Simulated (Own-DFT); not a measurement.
# Computed records: SiC (2H silicon carbide, strained, atoms displaced)

Computed with Own-DFT development build. A calculation, not a measurement: plane-wave PBE density functional theory by an unreviewed code, no spin, of a simulated periodic cell, stress positive in tension, free energy of the whole cell less one offset for each atom, forces on such cells passed a denser k mesh, this cell's mesh not checked; offsets are fitted by least squares, one for each functional and potential file, so energies compare only between cells with the same atoms and settings and are not formation energies; the far tail of each file's local potential was reset to the Coulomb form; each entry is a single point on an unrelaxed cell, so the pressure reflects the starting lattice, mostly measured values (interpolated for alloys), from which strain is counted, and rises with the displacements; printed positions are rounded, which can move forces by about a meV/angstrom; the program, named Own-DFT, is a retired in-house code; no spin-orbit coupling; before rounding, a Quantum ESPRESSO 7.3.1 run of the same cell and cutoff gave forces within 1 meV/angstrom rms on each cell, which checks the program and not the settings.

Settings shared by all entries: functional PBE; potential files PseudoDojo norm-conserving, scalar-relativistic, standard set; wave cutoff 42 hartree; occupations Fermi-Dirac; smearing width 0.1 eV; k mesh 4 x 4 x 3 centred on Gamma.

(1) 
```cif
# cell vector a (Å): 9.2896 0.1522 -0.1764
# cell vector b (Å): -4.5130 7.7754 0.1712
# cell vector c (Å): -0.1921 0.1043 10.0802
data_SiC
_symmetry_space_group_name_H-M 'P 1'
_symmetry_Int_Tables_number 1
_cell_length_a 9.2925
_cell_length_b 8.9918
_cell_length_c 10.0826
_cell_angle_alpha 87.848
_cell_angle_beta 92.169
_cell_angle_gamma 119.205
_cell_volume 734.67
loop_
_atom_site_label
_atom_site_type_symbol
_atom_site_fract_x
_atom_site_fract_y
_atom_site_fract_z
_atom_site_occupancy
Si1 Si 0.99073 0.99639 0.99891 1
Si2 Si 0.10715 0.22103 0.25236 1
C1 C 0.99944 0.00956 0.19006 1
C2 C 0.10587 0.21393 0.43738 1
Si3 Si 0.99112 0.99429 0.49678 1
Si4 Si 0.11173 0.22056 0.74348 1
C3 C 0.98900 0.99322 0.68945 1
C4 C 0.11285 0.22002 0.93772 1
Si5 Si 0.99434 0.33218 0.00710 1
Si6 Si 0.10536 0.54818 0.24839 1
C5 C 0.99754 0.33871 0.19370 1
C6 C 0.11142 0.55187 0.44267 1
Si7 Si 0.00818 0.34332 0.49657 1
Si8 Si 0.12228 0.56437 0.75571 1
C7 C 0.99489 0.32666 0.69687 1
C8 C 0.10915 0.56232 0.93509 1
Si9 Si 0.00025 0.66539 0.00862 1
Si10 Si 0.11712 0.89994 0.25285 1
C9 C 0.00593 0.67149 0.18678 1
C10 C 0.10324 0.88540 0.44734 1
Si11 Si 0.00225 0.66856 0.50431 1
Si12 Si 0.11000 0.88111 0.74249 1
C11 C 0.99708 0.67903 0.68404 1
C12 C 0.10390 0.88469 0.94100 1
Si13 Si 0.32770 0.99642 0.00617 1
Si14 Si 0.44106 0.21888 0.25886 1
C13 C 0.33351 0.98724 0.18466 1
C14 C 0.44280 0.22132 0.44575 1
Si15 Si 0.32903 0.99809 0.50029 1
Si16 Si 0.44054 0.22093 0.75216 1
C15 C 0.33128 0.00983 0.68524 1
C16 C 0.45371 0.22334 0.93875 1
Si17 Si 0.33166 0.32797 0.00184 1
Si18 Si 0.45338 0.55579 0.25611 1
C17 C 0.32798 0.32807 0.19652 1
C18 C 0.45341 0.56343 0.42694 1
Si19 Si 0.32855 0.32454 0.49997 1
Si20 Si 0.43603 0.54785 0.75637 1
C19 C 0.33147 0.33040 0.67762 1
C20 C 0.44571 0.55963 0.93492 1
Si21 Si 0.34297 0.66931 0.99919 1
Si22 Si 0.44205 0.88051 0.24360 1
C21 C 0.33699 0.66826 0.18440 1
C22 C 0.45416 0.89089 0.43402 1
Si23 Si 0.33752 0.66209 0.50834 1
Si24 Si 0.44895 0.89106 0.74589 1
C23 C 0.33137 0.66244 0.69128 1
C24 C 0.45085 0.88728 0.94479 1
Si25 Si 0.66227 0.99861 0.99818 1
Si26 Si 0.77529 0.22260 0.24670 1
C25 C 0.66923 0.01063 0.18699 1
C26 C 0.77008 0.20599 0.43409 1
Si27 Si 0.67169 0.99435 0.50126 1
Si28 Si 0.78461 0.22706 0.74530 1
C27 C 0.67098 0.99315 0.69256 1
C28 C 0.78456 0.23333 0.93500 1
Si29 Si 0.66281 0.33672 0.00011 1
Si30 Si 0.77675 0.55151 0.25382 1
C29 C 0.67297 0.32622 0.19464 1
C30 C 0.77205 0.55001 0.44545 1
Si31 Si 0.67304 0.33366 0.49613 1
Si32 Si 0.78267 0.55102 0.75615 1
C31 C 0.66856 0.33531 0.68797 1
C32 C 0.77893 0.55277 0.93934 1
Si33 Si 0.66458 0.65874 0.00497 1
Si34 Si 0.77530 0.88884 0.25061 1
C33 C 0.67291 0.67025 0.17844 1
C34 C 0.78541 0.89650 0.43842 1
Si35 Si 0.66516 0.67231 0.50507 1
Si36 Si 0.77626 0.87183 0.75271 1
C35 C 0.67048 0.66126 0.68738 1
C36 C 0.77241 0.88557 0.93467 1
_calc_free_energy_of_cell_above_offsets '-4.296'  # eV
_calc_pressure 8.92  # GPa
_calc_stress_xx -2.66  # GPa
_calc_stress_yy -16.24  # GPa
_calc_stress_zz -7.86  # GPa
_calc_stress_yz 2.29  # GPa
_calc_stress_xz -6.41  # GPa
_calc_stress_xy 7.18  # GPa
```

Force:
```tsv
element	x (eV/Å)	y (eV/Å)	z (eV/Å)
Si	0.771	0.142	-0.034
Si	0.195	1.101	0.2
C	0.038	-1.941	-0.662
C	0.257	1.781	0.252
Si	1.212	0.817	2.257
Si	-0.012	-1.023	1.316
C	1.257	0.5	-0.794
C	-0.41	0.645	0.045
Si	1.232	0.673	-1.671
Si	1.265	3.076	1.116
C	0.218	-2.029	-1.107
C	0.199	3.111	-1.246
Si	-0.963	-4.604	1.855
Si	-2.256	-1.693	-0.943
C	0.827	2.797	-2.495
C	1.611	-0.371	1.751
Si	-0.197	0.139	-1.889
Si	0.029	-1.589	-0.124
C	-1.325	-0.247	2.165
C	1.398	1.244	-2.363
Si	-0.646	-1.842	-0.718
Si	-1.003	3.712	2.523
C	1.82	-4.162	0.564
C	0.712	0.821	-0.787
Si	0.527	-0.444	-2.091
Si	1.391	-0.669	-0.773
C	-2.36	2.436	1.956
C	0.731	0.032	-1.304
Si	1.152	-0.426	-0.104
Si	1.496	1.098	-0.434
C	1.111	-2.479	0.564
C	-2.395	-0.665	0.153
Si	-0.229	0.212	0.327
Si	-0.97	0.126	-3.615
C	0.357	0.654	-1.277
C	-0.602	-1.088	4.649
Si	-0.146	1.298	-1.64
Si	2.048	0.348	-1.725
C	-0.912	0.545	2.623
C	0.901	-1.667	1.416
Si	-2.036	-1.044	0.517
Si	1.561	1.223	1.661
C	0.115	-2.327	0.352
C	-1.575	-1.004	1.005
Si	-0.481	0.795	-2.454
Si	-0.025	0.598	1.156
C	0.06	0.912	-0.257
C	-2.181	0.932	-2.084
Si	1.54	1.546	0.071
Si	2.928	-1.14	2.151
C	0.25	-2.75	-0.771
C	0.555	3.562	0.396
Si	-1.361	-0.001	0.946
Si	-0.801	-1.599	1.393
C	-1.048	0.417	-0.994
C	-0.817	-1.525	0.603
Si	2.471	-1.083	0.866
Si	0.864	0.666	-0.001
C	-5.127	2.402	-1.786
C	0.649	2.456	-1.72
Si	-0.6	-2.176	1.512
Si	-0.385	0.358	-1.108
C	-0.343	-0.865	-0.378
C	-0.32	1.185	0.593
Si	0.009	1.192	-3.01
Si	0.315	0.882	-0.489
C	-0.633	-0.92	3.579
C	-1.02	-2.458	-1.113
Si	1.332	-1.105	-0.782
Si	-0.72	2.083	0.132
C	-1.804	-1.236	0.744
C	0.301	-0.345	1.333
```

(2) 
```cif
# cell vector a (Å): 9.1001 0.1774 0.0452
# cell vector b (Å): -4.3964 7.8112 0.0228
# cell vector c (Å): 0.0492 0.0571 10.2350
data_SiC
_symmetry_space_group_name_H-M 'P 1'
_symmetry_Int_Tables_number 1
_cell_length_a 9.1019
_cell_length_b 8.9635
_cell_length_c 10.2353
_cell_angle_alpha 89.711
_cell_angle_beta 89.434
_cell_angle_gamma 118.254
_cell_volume 735.47
loop_
_atom_site_label
_atom_site_type_symbol
_atom_site_fract_x
_atom_site_fract_y
_atom_site_fract_z
_atom_site_occupancy
Si1 Si 0.99488 0.99629 0.98972 1
Si2 Si 0.10554 0.22325 0.25630 1
C1 C 0.00227 0.99867 0.18230 1
C2 C 0.11031 0.23228 0.43384 1
Si3 Si 0.99560 0.00363 0.50673 1
Si4 Si 0.11537 0.22351 0.75517 1
C3 C 0.99854 0.99303 0.68846 1
C4 C 0.11212 0.23051 0.94107 1
Si5 Si 0.98865 0.33077 0.00528 1
Si6 Si 0.10200 0.55917 0.25089 1
C5 C 0.01204 0.34433 0.19300 1
C6 C 0.10836 0.54965 0.44172 1
Si7 Si 0.99436 0.33321 0.50105 1
Si8 Si 0.10820 0.55662 0.74466 1
C7 C 0.99929 0.33392 0.68143 1
C8 C 0.11163 0.55484 0.93816 1
Si9 Si 0.99918 0.67111 0.00350 1
Si10 Si 0.11080 0.88674 0.24285 1
C9 C 0.00191 0.66453 0.18490 1
C10 C 0.10500 0.88473 0.43526 1
Si11 Si 0.00556 0.66086 0.50269 1
Si12 Si 0.11202 0.88371 0.75442 1
C11 C 0.00226 0.66427 0.67849 1
C12 C 0.11393 0.89429 0.94115 1
Si13 Si 0.33265 0.00655 0.00167 1
Si14 Si 0.44229 0.22088 0.25198 1
C13 C 0.34074 0.99949 0.19314 1
C14 C 0.45678 0.22630 0.42927 1
Si15 Si 0.33171 0.00201 0.49969 1
Si16 Si 0.44936 0.22225 0.74372 1
C15 C 0.34772 0.99809 0.67066 1
C16 C 0.43927 0.21859 0.93552 1
Si17 Si 0.33772 0.33410 0.00232 1
Si18 Si 0.43877 0.55201 0.25201 1
C17 C 0.32452 0.32936 0.19617 1
C18 C 0.45190 0.55631 0.44600 1
Si19 Si 0.33575 0.34191 0.50141 1
Si20 Si 0.44516 0.55202 0.75465 1
C19 C 0.34843 0.33671 0.68905 1
C20 C 0.44434 0.55183 0.93332 1
Si21 Si 0.33359 0.66709 0.00138 1
Si22 Si 0.44680 0.88676 0.25491 1
C21 C 0.33402 0.66545 0.17964 1
C22 C 0.43199 0.88187 0.44523 1
Si23 Si 0.33563 0.67410 0.50004 1
Si24 Si 0.43806 0.87767 0.74206 1
C23 C 0.33283 0.66812 0.67509 1
C24 C 0.44018 0.87003 0.94139 1
Si25 Si 0.66692 0.00547 0.99597 1
Si26 Si 0.77734 0.22802 0.24958 1
C25 C 0.66853 0.00507 0.20291 1
C26 C 0.77968 0.21465 0.43295 1
Si27 Si 0.66112 0.00197 0.50360 1
Si28 Si 0.77990 0.22812 0.75356 1
C27 C 0.66973 0.00476 0.69652 1
C28 C 0.77792 0.22249 0.93261 1
Si29 Si 0.66319 0.32872 0.00579 1
Si30 Si 0.77536 0.56436 0.25293 1
C29 C 0.66019 0.33018 0.18340 1
C30 C 0.78212 0.54850 0.43985 1
Si31 Si 0.66146 0.33264 0.49780 1
Si32 Si 0.77906 0.55292 0.74696 1
C31 C 0.66732 0.33867 0.68848 1
C32 C 0.77886 0.54919 0.93394 1
Si33 Si 0.67266 0.66652 0.99680 1
Si34 Si 0.77619 0.88431 0.25197 1
C33 C 0.65996 0.66186 0.18053 1
C34 C 0.77469 0.88911 0.43232 1
Si35 Si 0.66148 0.66348 0.50568 1
Si36 Si 0.78989 0.89264 0.74907 1
C35 C 0.66789 0.67303 0.69240 1
C36 C 0.77941 0.89865 0.94106 1
_calc_free_energy_of_cell_above_offsets '-4.873'  # eV
_calc_pressure 8.51  # GPa
_calc_stress_xx -12.04  # GPa
_calc_stress_yy -13.54  # GPa
_calc_stress_zz 0.04  # GPa
_calc_stress_yz 2.69  # GPa
_calc_stress_xz 0.35  # GPa
_calc_stress_xy 9.36  # GPa
```

Force:
```tsv
element	x (eV/Å)	y (eV/Å)	z (eV/Å)
Si	-0.336	2.361	2.571
Si	1.17	-1.256	-1.267
C	-1.296	0.291	0.083
C	1.597	-1.361	2.178
Si	0.603	-0.596	-2.3
Si	-0.142	0.396	-0.632
C	1.264	1.969	0.361
C	0.614	-1.109	-0.529
Si	1.634	1.273	-0.135
Si	3.679	-0.373	1.113
C	-2.94	-1.516	-1.404
C	1.27	1.083	-1.691
Si	-0.075	-0.589	-0.368
Si	1.746	-0.64	1.13
C	0.358	-0.323	1.532
C	-0.557	0.3	-0.572
Si	0.808	-1.278	-1.11
Si	0.453	0.733	1.686
C	-2.953	1.051	-0.168
C	0.357	0.787	0.222
Si	-2.122	1.431	-1.49
Si	1.06	0.345	-1.438
C	-1.382	0.689	2.384
C	0.631	-1.04	-1.327
Si	1.705	-2.073	0.742
Si	0.116	-0.042	-0.66
C	-1.753	0.088	-1.333
C	-2.445	-0.758	1.89
Si	-1.278	-0.002	-2.499
Si	0.882	-1.427	1.196
C	-2.904	0.993	4.152
C	1.511	0.534	-0.49
Si	-1.836	0.013	0.635
Si	0.463	0.174	0.064
C	0.91	0.263	-1.354
C	-1.661	0.911	-2.077
Si	0.44	-2.069	-0.198
Si	-0.392	1.247	-1.096
C	-3.049	-0.602	-0.981
C	0.552	0.606	1.332
Si	-0.118	-3.002	-0.081
Si	0.167	-0.501	-0.044
C	-0.869	0.289	2.721
C	1.855	2.22	-2.365
Si	-0.026	-3.182	-0.495
Si	1.743	1.158	1.954
C	0.287	-1.821	2.845
C	-1.136	5.007	-2.124
Si	-1.087	-1.34	1.723
Si	1.106	-0.258	0.632
C	0.123	-0.377	-2.815
C	-1.49	1.542	1.063
Si	0.558	-0.904	0.001
Si	0.378	-0.541	-1.332
C	0.084	-0.533	-1.405
C	-0.55	0.351	1.466
Si	-0.465	0.341	-1.656
Si	1.297	-1.721	-0.221
C	0.107	1.336	1.099
C	-1.039	1.675	-0.373
Si	2.172	-0.512	0.474
Si	-0.191	1.174	0.395
C	0.478	-0.828	-0.953
C	0.211	0.886	0.345
Si	-1.499	0.095	-0.356
Si	0.424	0.717	-0.953
C	-0.315	0.758	1.031
C	0.284	-0.609	2.217
Si	1.953	1.315	-0.241
Si	-2.86	-0.41	1.207
C	0.447	-0.752	-0.438
C	1.273	-2.057	-1.475
```

(3) 
```cif
# cell vector a (Å): 9.1824 -0.1442 0.1429
# cell vector b (Å): -4.7161 7.9516 -0.1775
# cell vector c (Å): 0.1555 -0.1333 9.9995
data_SiC
_symmetry_space_group_name_H-M 'P 1'
_symmetry_Int_Tables_number 1
_cell_length_a 9.1846
_cell_length_b 9.2467
_cell_length_c 10.0016
_cell_angle_alpha 92.211
_cell_angle_beta 88.206
_cell_angle_gamma 121.581
_cell_volume 723.01
loop_
_atom_site_label
_atom_site_type_symbol
_atom_site_fract_x
_atom_site_fract_y
_atom_site_fract_z
_atom_site_occupancy
Si1 Si 0.00292 0.99886 0.99016 1
Si2 Si 0.11514 0.22864 0.25413 1
C1 C 0.00547 0.00646 0.18592 1
C2 C 0.11999 0.23052 0.44011 1
Si3 Si 0.99776 0.00165 0.49705 1
Si4 Si 0.11356 0.22559 0.76221 1
C3 C 0.00749 0.00468 0.68901 1
C4 C 0.11189 0.21851 0.94801 1
Si5 Si 0.99432 0.32522 0.99369 1
Si6 Si 0.11252 0.54916 0.24863 1
C5 C 0.00930 0.34084 0.18240 1
C6 C 0.10836 0.55745 0.43446 1
Si7 Si 0.01143 0.33920 0.49739 1
Si8 Si 0.10454 0.54749 0.74856 1
C7 C 0.99473 0.33332 0.68237 1
C8 C 0.11121 0.55170 0.93974 1
Si9 Si 0.99970 0.66209 0.00113 1
Si10 Si 0.12173 0.88295 0.24701 1
C9 C 0.99783 0.65929 0.19288 1
C10 C 0.10230 0.87791 0.43568 1
Si11 Si 0.98037 0.66650 0.50483 1
Si12 Si 0.11698 0.88820 0.74927 1
C11 C 0.99098 0.66495 0.69612 1
C12 C 0.10891 0.88261 0.94111 1
Si13 Si 0.31788 0.98457 0.99209 1
Si14 Si 0.44141 0.22692 0.24913 1
C13 C 0.33665 0.00193 0.19743 1
C14 C 0.44997 0.22559 0.44895 1
Si15 Si 0.32118 0.98886 0.49204 1
Si16 Si 0.44110 0.22732 0.75716 1
C15 C 0.33083 0.99390 0.68513 1
C16 C 0.44300 0.22052 0.94128 1
Si17 Si 0.33896 0.33148 0.00510 1
Si18 Si 0.43895 0.54830 0.24926 1
C17 C 0.32371 0.32999 0.18329 1
C18 C 0.45231 0.56692 0.43425 1
Si19 Si 0.33146 0.32493 0.49842 1
Si20 Si 0.45393 0.54951 0.75101 1
C19 C 0.34222 0.33352 0.68484 1
C20 C 0.45426 0.55277 0.93634 1
Si21 Si 0.33122 0.66462 0.00157 1
Si22 Si 0.43675 0.89148 0.24063 1
C21 C 0.33438 0.66965 0.18181 1
C22 C 0.45327 0.90330 0.44115 1
Si23 Si 0.33667 0.67539 0.49899 1
Si24 Si 0.43458 0.88606 0.75208 1
C23 C 0.33556 0.66820 0.69394 1
C24 C 0.44969 0.88597 0.93506 1
Si25 Si 0.66900 0.99864 0.01264 1
Si26 Si 0.79105 0.22327 0.25801 1
C25 C 0.66176 0.01226 0.19098 1
C26 C 0.77788 0.21719 0.42202 1
Si27 Si 0.66463 0.99824 0.49367 1
Si28 Si 0.78023 0.22279 0.75066 1
C27 C 0.66231 0.00529 0.68774 1
C28 C 0.77381 0.22245 0.94704 1
Si29 Si 0.66354 0.32074 0.00168 1
Si30 Si 0.77812 0.55231 0.25022 1
C29 C 0.67827 0.34354 0.18386 1
C30 C 0.78873 0.56312 0.42843 1
Si31 Si 0.67087 0.32829 0.49157 1
Si32 Si 0.78212 0.56207 0.75925 1
C31 C 0.66684 0.32429 0.69273 1
C32 C 0.77902 0.55383 0.93843 1
Si33 Si 0.67325 0.67682 0.00064 1
Si34 Si 0.77720 0.89594 0.25631 1
C33 C 0.67311 0.66506 0.18158 1
C34 C 0.78102 0.89413 0.44194 1
Si35 Si 0.67294 0.66418 0.50363 1
Si36 Si 0.78317 0.89672 0.74742 1
C35 C 0.66674 0.66646 0.68087 1
C36 C 0.77255 0.88364 0.94360 1
_calc_free_energy_of_cell_above_offsets '-2.570'  # eV
_calc_pressure 13.33  # GPa
_calc_stress_xx -11.77  # GPa
_calc_stress_yy -14.62  # GPa
_calc_stress_zz -13.62  # GPa
_calc_stress_yz -5.15  # GPa
_calc_stress_xz 4.77  # GPa
_calc_stress_xy -8.72  # GPa
```

Force:
```tsv
element	x (eV/Å)	y (eV/Å)	z (eV/Å)
Si	-0.78	-0.89	2.952
Si	-1.299	-1.354	-1.131
C	0.196	-1.027	0.398
C	-0.725	-1.664	-0.65
Si	1.477	0.617	0.662
Si	0.351	0.412	-2.269
C	0.053	-0.182	0.108
C	-0.016	0.922	-2.034
Si	0.424	1.52	1.868
Si	-1.208	2.232	0.236
C	0.23	-2.573	0.486
C	0.254	0.512	1.21
Si	-1.816	-0.073	-0.165
Si	0.262	2.086	0.489
C	1.929	-0.838	0.932
C	-0.315	-0.515	-0.973
Si	-0.341	-0.844	0.804
Si	-4.149	-0.221	0.699
C	1.521	0.748	-1.626
C	-0.678	1.609	0.048
Si	5.095	0.354	0.938
Si	-1.49	0.008	0.191
C	2.277	0.394	-1.939
C	-1.529	-0.689	-1.596
Si	3.492	2.648	1.999
Si	1.455	0.623	0.608
C	-0.36	0.873	-2.904
C	-1.105	-1.444	-2.862
Si	0.993	1.863	1.971
Si	1.891	-1.538	-1.727
C	-0.101	1.139	0.243
C	-0.06	-1.54	0.226
Si	-0.717	0.925	-1.372
Si	0.87	2.483	-0.599
C	2.364	0.464	1.676
C	-0.125	-1.709	0.759
Si	0.91	2.983	0.92
Si	-2.399	1.395	-0.138
C	-1.809	-0.602	0.876
C	-1.548	-0.165	0.647
Si	1.356	-0.326	-1.881
Si	1.982	-0.306	2.541
C	0.699	-0.62	1.481
C	-1.59	-2.748	-2.198
Si	0.047	-0.439	0.613
Si	1.603	0.816	-0.665
C	0.151	-1.691	-1.285
C	-1.343	0.154	1.549
Si	-0.703	0.372	-2.468
Si	-1.731	1.951	-6.133
C	2.033	-2.099	0.538
C	1.037	0.671	6.86
Si	0.772	1.526	2.057
Si	-1.516	-0.414	0.678
C	1.4	-1.245	-0.403
C	1.935	-1.923	-2.258
Si	-1.484	2.958	0.199
Si	-0.723	1.89	-1.491
C	-0.787	-3.091	1.352
C	-3.506	-3.063	1.422
Si	0.327	1.044	2.033
Si	-1.777	-2.323	-1.235
C	-0.595	1.863	-0.98
C	-0.507	-0.255	1.095
Si	0.939	-3.181	0.362
Si	0.814	-0.987	-1.771
C	-1.299	0.551	2.224
C	-0.388	-1.14	-0.373
Si	-1.25	0.509	-2.352
Si	-1.582	-0.792	0.26
C	1.639	0.672	2.285
C	0.574	2.729	-2.012
```
